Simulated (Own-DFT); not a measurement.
## Calculated data, Al₃GaN₄ (wurtzite random alloy, strained, atoms displaced)

Computed with Own-DFT development build. A calculation, not a measurement: plane-wave PBE density functional theory by an unreviewed code, no spin, of a simulated periodic cell, stress positive in tension, free energy of the whole cell less one offset for each atom, forces on such cells passed a denser k mesh, this cell's mesh not checked; offsets are fitted by least squares, one for each functional and potential file, so energies compare only between cells with the same atoms and settings and are not formation energies; the far tail of each file's local potential was reset to the Coulomb form; each entry is a single point on an unrelaxed cell, so the pressure reflects the starting lattice, mostly measured values, from which strain is counted, and rises with the displacements; printed positions are rounded, which can move forces by about a meV/angstrom; the program is a retired in-house code; no spin-orbit coupling.

```xyz
72
Lattice="9.3468 0.0000 0.0000 -4.6734 8.0946 0.0000 0.0000 0.0000 10.0655" Properties=species:S:1:pos:R:3:force_x:R:1:force_y:R:1:force_z:R:1 formula=Al3GaN4 functional=PBE potential_files=PseudoDojo_norm-conserving,scalar-relativistic,standard_set wave_cutoff=42 occupations=Fermi-Dirac smearing_width=0.1 k_mesh=4_x_4_x_3_centred_on_Gamma free_energy_of_cell_above_offsets=-16.742 pressure=8.78 stress_xx=-8.48 stress_yy=-9.46 stress_zz=-8.41 stress_yz=-0.13 stress_xz=-1.49 stress_xy=-0.36
Al    -0.0285     1.8389     0.1021       0.66     -0.983     -1.899
Al     1.5052     0.9136     2.5034      1.984      -0.45      0.875
N      0.0280     1.8051     1.9219     -0.647     -0.151      0.481
N      1.6172     0.9479     4.4702     -1.741      0.412     -0.948
Al     0.0553     1.8380     5.1549     -0.304      0.022     -1.488
Al     1.5619     0.9570     7.5431      0.707      -1.07      1.079
N      0.0671     1.8141     7.0275     -1.612      0.293     -0.738
N      1.5550     0.9229     9.4833      -0.25      1.045     -0.425
Al    -1.5723     4.5050    10.0468      1.532      0.678      0.815
Al     0.0906     3.5619     2.5128     -1.618      1.003      0.716
N     -1.5422     4.4330     1.9120      1.286      0.666     -0.708
N      0.1085     3.6902     4.4715     -3.319     -2.862     -1.219
Al    -1.5016     4.4976     5.0345     -0.416      0.811     -1.113
Al    -0.0190     3.6392     7.5839       -0.4     -0.161      -0.17
N     -1.6287     4.5828     6.8641      1.225     -1.681      1.233
N      0.0105     3.5436     9.4960      0.311      1.764     -0.342
Ga    -3.1880     7.2088    10.0182      2.008      0.052      0.884
Al    -1.6101     6.2246     2.4477      2.198      0.038      1.578
N     -2.9844     7.2253     1.9415     -3.247      0.033     -0.398
N     -1.5139     6.3353     4.4186     -0.109       -1.3     -0.649
Ga    -3.1195     7.2188     5.0632       0.83       -0.2     -1.076
Al    -1.5743     6.3057     7.4324      1.935      0.102      1.523
N     -2.9388     7.2801     6.9152     -3.924      0.224      1.689
N     -1.4507     6.3187     9.4006     -3.467     -2.269     -1.128
Al     3.1259     1.8513    10.0347      -0.11     -1.507      1.276
Ga     4.6748     0.8842     2.5958       0.21      0.204     -2.389
N      3.1185     1.8159     1.9379      -1.08     -0.248     -1.236
N      4.6572     0.8663     4.4179     -0.384      0.765      2.245
Al     3.0926     1.7973     5.0741      1.286      0.568     -0.457
Al     4.6474     0.8997     7.6152      0.895      -0.29     -0.725
N      3.0961     1.8261     6.9815          1     -0.101     -0.163
N      4.6855     0.9394     9.5314     -0.437     -0.421     -1.226
Al     1.6671     4.5169    10.0377     -2.792      0.026      1.423
Al     3.0740     3.5414     2.4700      1.373      1.323      1.226
N      1.5660     4.5076     2.0165      0.702       0.42      -2.23
N      3.1114     3.6184     4.4028       0.07     -0.465      0.472
Al     1.5032     4.4848     5.0422      3.399      2.283     -0.185
Al     3.1111     3.5747     7.5519     -0.522      0.418     -0.533
N      1.5473     4.4494     6.8944      0.253     -0.284      1.164
N      3.1042     3.6063     9.4549      0.929      0.028       -0.5
Al    -0.1171     7.1666    10.0492      3.567      2.119      1.354
Al     1.5340     6.3592     2.4757      0.251     -0.592      0.588
N     -0.0303     7.1750     1.9004     -0.095      -0.66     -0.703
N      1.5576     6.3615     4.4064      0.202     -1.365     -0.386
Al     0.0453     7.1852     4.9975     -0.702      0.354      0.886
Ga     1.6073     6.2580     7.6040     -2.549     -0.314     -1.169
N      0.0047     7.2047     6.9481      0.147      0.389     -0.321
N      1.5969     6.2907     9.4591     -1.211      -0.41      1.361
Ga     6.3100     1.9366    10.0029     -1.037     -4.389      2.201
Al     7.7908     0.9240     2.4886     -0.333     -0.353      0.281
N      6.2614     1.8733     1.8871      0.376     -2.179      0.248
N      7.8367     0.9372     4.4193       1.05      0.372     -0.355
Ga     6.2369     1.8452     5.0059      0.069     -1.065      0.048
Al     7.8295     0.8634     7.5967      -0.12       0.77     -1.211
N      6.3371     1.8133     6.8923     -1.284      -0.93      1.931
N      7.8147     0.9249     9.4199      0.871     -1.015       0.82
Al     4.6118     4.5125    10.0544      1.749     -0.949      1.134
Ga     6.2213     3.5884     2.5881       1.15     -0.146     -2.544
N      4.7929     4.4813     1.8915     -3.497      1.089     -0.874
N      6.3108     3.5957     4.3434     -0.907      1.708      4.284
Al     4.6425     4.4705     5.0315      0.798      0.355     -0.458
Ga     6.1798     3.5864     7.6188      1.416     -0.012      -1.36
N      4.6581     4.4804     6.9623     -1.064      0.605     -0.531
N      6.2983     3.5941     9.4996     -1.758      4.205     -0.958
Al     3.0741     7.1774    10.0024      0.673      1.337      0.898
Al     4.7043     6.2437     2.5428     -0.199       1.07     -1.157
N      3.0851     7.2048     1.8054      1.071      0.014      1.187
N      4.6646     6.3254     4.4019      0.622     -1.699      0.147
Ga     3.1490     7.2036     5.0524     -1.067      0.523     -0.456
Al     4.5903     6.2367     7.6041      1.399      0.992     -1.143
N      3.0473     7.1610     6.9689      3.116      1.177      0.436
N      4.6565     6.2416     9.4732     -1.117      0.265     -0.907
```

Units: wave_cutoff in hartree; smearing_width, free_energy_of_cell_above_offsets in eV; pressure, stress_xx, stress_yy, stress_zz, stress_yz, stress_xz, stress_xy in GPa; force_x, force_y, force_z in eV/Å.
